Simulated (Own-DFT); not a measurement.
## Calculated data, Al$_{3}$GaAs$_{4}$ (zincblende random alloy, atoms displaced)

All values are calculated (Own-DFT development build). A calculation, not a measurement: plane-wave PBE density functional theory by an unreviewed code, no spin, of a simulated periodic cell, stress positive in tension, free energy of the whole cell less one offset for each atom, forces on such cells passed a denser k mesh, this cell's mesh not checked; offsets are fitted by least squares, one for each functional and potential file, so energies compare only between cells with the same atoms and settings and are not formation energies; the far tail of each file's local potential was reset to the Coulomb form; each entry is a single point on an unrelaxed cell, so the pressure reflects the starting lattice, mostly measured values, from which strain is counted, and rises with the displacements; printed positions are rounded, which can move forces by about a meV/angstrom; the program is a retired in-house code; no spin-orbit coupling; before rounding, a Quantum ESPRESSO 7.3.1 run of the same cell and cutoff gave forces within 1 meV/angstrom rms on each cell, which checks the program and not the settings.

```yaml
- formula: Al3GaAs4
  kind: "zincblende random alloy, atoms displaced"
  structure:
    cell_angstrom: [[11.3183, 0.0, 0.0], [0.0, 11.3183, 0.0], [0.0, 0.0, 11.3183]]
    atoms_fractional:
      - [Al, 0.99697, 0.99781, 0.00016]
      - [Ga, 0.99969, 0.25311, 0.25253]
      - [Al, 0.24788, 0.99779, 0.25616]
      - [Al, 0.24619, 0.249, 0.99901]
      - [As, 0.12626, 0.12305, 0.1222]
      - [As, 0.12328, 0.37681, 0.37545]
      - [As, 0.37469, 0.12369, 0.37582]
      - [As, 0.37894, 0.37386, 0.12309]
      - [Ga, 0.99903, 0.99821, 0.49924]
      - [Ga, 0.99699, 0.25182, 0.75098]
      - [Al, 0.25039, 0.99547, 0.7517]
      - [Al, 0.25142, 0.24959, 0.49524]
      - [As, 0.1264, 0.1258, 0.62701]
      - [As, 0.12484, 0.37794, 0.87017]
      - [As, 0.37778, 0.13037, 0.86667]
      - [As, 0.37726, 0.37625, 0.62544]
      - [Al, 0.99645, 0.50064, 0.0023]
      - [Al, 0.99943, 0.74791, 0.25078]
      - [Ga, 0.24857, 0.49811, 0.24542]
      - [Al, 0.25321, 0.74881, 0.99766]
      - [As, 0.12287, 0.62373, 0.13001]
      - [As, 0.1256, 0.87215, 0.37523]
      - [As, 0.37623, 0.62403, 0.37449]
      - [As, 0.37257, 0.87743, 0.12605]
      - [Ga, 0.00022, 0.50294, 0.50189]
      - [Al, 0.99688, 0.74641, 0.7518]
      - [Al, 0.24796, 0.50078, 0.74724]
      - [Al, 0.24992, 0.75025, 0.49871]
      - [As, 0.12577, 0.62509, 0.6307]
      - [As, 0.12224, 0.87543, 0.87861]
      - [As, 0.37494, 0.62637, 0.87539]
      - [As, 0.37598, 0.8773, 0.63]
      - [Al, 0.49659, 0.99904, 0.00042]
      - [Al, 0.49646, 0.25252, 0.24755]
      - [Ga, 0.75042, 0.00351, 0.24858]
      - [Ga, 0.75069, 0.25298, 0.00436]
      - [As, 0.62418, 0.12301, 0.1221]
      - [As, 0.62582, 0.37155, 0.37176]
      - [As, 0.8753, 0.12641, 0.37685]
      - [As, 0.87241, 0.37728, 0.12809]
      - [Ga, 0.50141, 0.00244, 0.49814]
      - [Al, 0.50933, 0.24793, 0.74559]
      - [Al, 0.75184, 0.00656, 0.7456]
      - [Al, 0.7488, 0.24921, 0.49674]
      - [As, 0.62372, 0.12945, 0.62584]
      - [As, 0.62304, 0.38106, 0.87714]
      - [As, 0.8748, 0.12574, 0.87403]
      - [As, 0.87168, 0.37537, 0.62477]
      - [Al, 0.49941, 0.49763, 0.99928]
      - [Al, 0.49699, 0.75002, 0.24797]
      - [Al, 0.74825, 0.50121, 0.25438]
      - [Al, 0.74938, 0.75101, 0.99873]
      - [As, 0.62549, 0.62356, 0.12383]
      - [As, 0.62304, 0.87412, 0.37534]
      - [As, 0.88004, 0.62158, 0.37192]
      - [As, 0.87707, 0.87643, 0.12427]
      - [Al, 0.49926, 0.49636, 0.502]
      - [Al, 0.5, 0.75032, 0.75032]
      - [Al, 0.7503, 0.5002, 0.75035]
      - [Al, 0.75283, 0.74957, 0.49919]
      - [As, 0.62096, 0.62374, 0.6236]
      - [As, 0.62217, 0.87904, 0.87808]
      - [As, 0.87654, 0.62109, 0.87972]
      - [As, 0.87567, 0.87348, 0.62948]
  settings:
    functional: PBE
    potential_files: "PseudoDojo norm-conserving, scalar-relativistic, standard set"
    "wave_cutoff [hartree]": 42.0
    occupations: Fermi-Dirac
    "smearing_width [eV]": 0.1
    k_mesh: "3 x 3 x 3 centred on Gamma"
  results:
    "free_energy_of_cell_above_offsets [eV]": "-20.270"
    "pressure [GPa]": 2.92
    "stress_xx [GPa]": -2.94
    "stress_yy [GPa]": -2.93
    "stress_zz [GPa]": -2.9
    "stress_yz [GPa]": 0.16
    "stress_xz [GPa]": 0.19
    "stress_xy [GPa]": 0.28
    force_element: [Al, Ga, Al, Al, As, As, As, As, Ga, Ga, Al, Al, As, As, As, As, Al, Al, Ga, Al, As, As, As, As, Ga, Al, Al, Al, As, As, As, As, Al, Al, Ga, Ga, As, As, As, As, Ga, Al, Al, Al, As, As, As, As, Al, Al, Al, Al, As, As, As, As, Al, Al, Al, Al, As, As, As, As]
    "force_x [eV/angstrom]": [0.225, 0.095, 0.053, 0.479, -0.304, 0.34, 0.095, -0.842, 0.259, 0.248, -0.261, -0.202, -0.052, -0.214, -0.249, -0.296, 0.671, 0.081, 0.324, -0.58, 0.229, -0.388, -0.178, -0.101, 0.135, 0.283, 0.633, 0.318, -0.15, 0.162, 0.063, 0.0, -0.232, 0.457, -0.086, -0.192, -0.27, -0.348, 0.034, 0.182, -0.096, -0.871, -0.351, 0.073, 0.736, 0.452, -0.103, 0.067, -0.136, 0.219, -0.057, -0.016, -0.088, 0.366, -0.611, -0.36, 0.138, 0.196, -0.184, -0.173, 0.577, 0.504, -0.507, -0.196]
    "force_y [eV/angstrom]": [0.473, -0.316, 0.277, 0.194, -0.006, -0.024, 0.208, 0.012, 0.162, -0.098, 0.58, 0.185, -0.105, -0.056, -0.42, -0.481, -0.41, 0.419, -0.035, 0.102, 0.253, -0.019, -0.153, -0.176, -0.296, 0.197, -0.135, -0.126, 0.412, -0.377, -0.429, -0.349, 0.488, -0.684, -0.26, -0.132, 0.344, 0.264, -0.224, -0.003, -0.27, 1.099, -0.52, 0.162, -0.695, -0.779, 0.128, -0.023, 0.633, -0.051, -0.017, 0.062, 0.183, -0.001, 0.43, -0.419, 0.142, 0.094, 0.238, -0.155, 0.195, -0.204, 0.471, 0.04]
    "force_z [eV/angstrom]": [-0.093, -0.391, -0.572, -0.409, 0.551, 0.109, -0.374, -0.232, 0.34, -0.256, 0.171, 0.629, -0.242, 0.73, 0.692, 0.054, 0.13, -0.161, 0.444, 0.522, -0.904, 0.102, 0.034, 0.035, 0.28, 0.39, 0.328, 0.47, -0.739, -0.324, -0.227, -0.78, -0.243, 0.145, 0.189, -0.442, 0.247, 0.308, -0.193, 0.09, 0.405, 0.753, 0.482, 0.298, -0.901, -0.396, 0.356, -0.213, 0.14, -0.028, -0.377, 0.089, 0.152, -0.195, 0.442, 0.303, -0.531, 0.161, 0.011, 0.042, 0.083, -0.62, -0.47, -0.393]
```
